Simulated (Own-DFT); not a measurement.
# Which defects push the lattice out? 2H SiC

The numbers are computed, not measured, by runs of the plane-wave DFT program Own-DFT (in-house, retired, unreviewed) at fixed positions, with no spin and no spin-orbit coupling.

All runs used: PBE; PseudoDojo norm-conserving scalar-relativistic files; cutoff 42 hartree; 4 x 4 x 3 k mesh centred on Gamma; Fermi-Dirac smearing of 0.1 eV.

Keep in mind (not all hold for every row): not probed for a lower state with spin; forces on such cells moved up to 12 meV/angstrom on a denser k mesh; forces on such cells passed a denser k mesh, each cell not checked; stress not checked against mesh or cutoff.

All runs share one cell, with vectors in Å (9.248, 0.000, 0.000); (-4.624, 8.009, 0.000); (0.000, 0.000, 10.068) and a volume of 745.7 Å³. Atoms were moved at random from their sites; u is the rms move along one axis. The defect's site can differ from row to row.

```
                                     cell     formula   u (Å)  P (GPa)
                                no defect     C36Si36  0.0303     3.84
                                no defect     C36Si36  0.0313     3.92
                                no defect     C36Si36  0.0587     6.04
                       one C on a Si site     C37Si35  0.0292        ?
                       one C on a Si site     C37Si35  0.0293     1.86
                       one C on a Si site     C37Si35  0.0474     3.06
                       one C on a Si site     C37Si35  0.0550     3.91
                   two N on a C site each   C34N2Si36  0.0284     2.85
                   two N on a C site each   C34N2Si36  0.0290     2.93
                   two N on a C site each   C34N2Si36  0.0499     4.46
                            one C vacancy     C35Si36  0.0261     3.42
                            one C vacancy     C35Si36  0.0295     3.81
                            one C vacancy     C35Si36  0.0300     3.68
one Al on a Si site and one N on a C site  AlC35NSi35  0.0302     3.95
one Al on a Si site and one N on a C site  AlC35NSi35  0.0499     5.20
one Al on a Si site and one N on a C site  AlC35NSi35  0.0528     5.71
```

## Working it out

P = P0 + c u² + a shift for each defect gives P0 = 2.99 GPa, c = 903 ± 28 GPa/Å² and a scatter of 0.09 GPa. The shifts, and each times the cell's volume:

- one Al on a Si site and one N on a C site: 0.10 ± 0.08 GPa, 0.5 eV (not resolved)
- one C vacancy: -0.09 ± 0.08 GPa, -0.4 eV (not resolved)
- two N on a C site each: -0.82 ± 0.08 GPa, -3.8 eV (-1.9 eV for each of its 2 sites)
- one C on a Si site: -1.89 ± 0.08 GPa, -8.8 eV

A positive shift means that the defect pushes the cell outwards. Shift times volume (160.2 GPa Å³ is 1 eV) depends little on the cell's size, so, taken for each site, it can be compared between cells at like pressure. The atoms around the defects weren't relaxed, which would change these numbers.

## Check

The question: what pressure belongs in the blank (one C on a Si site, u = 0.0292 Å)?

From the fit: 1.87 ± 0.11 GPa. The hidden result is 1.74 GPa.
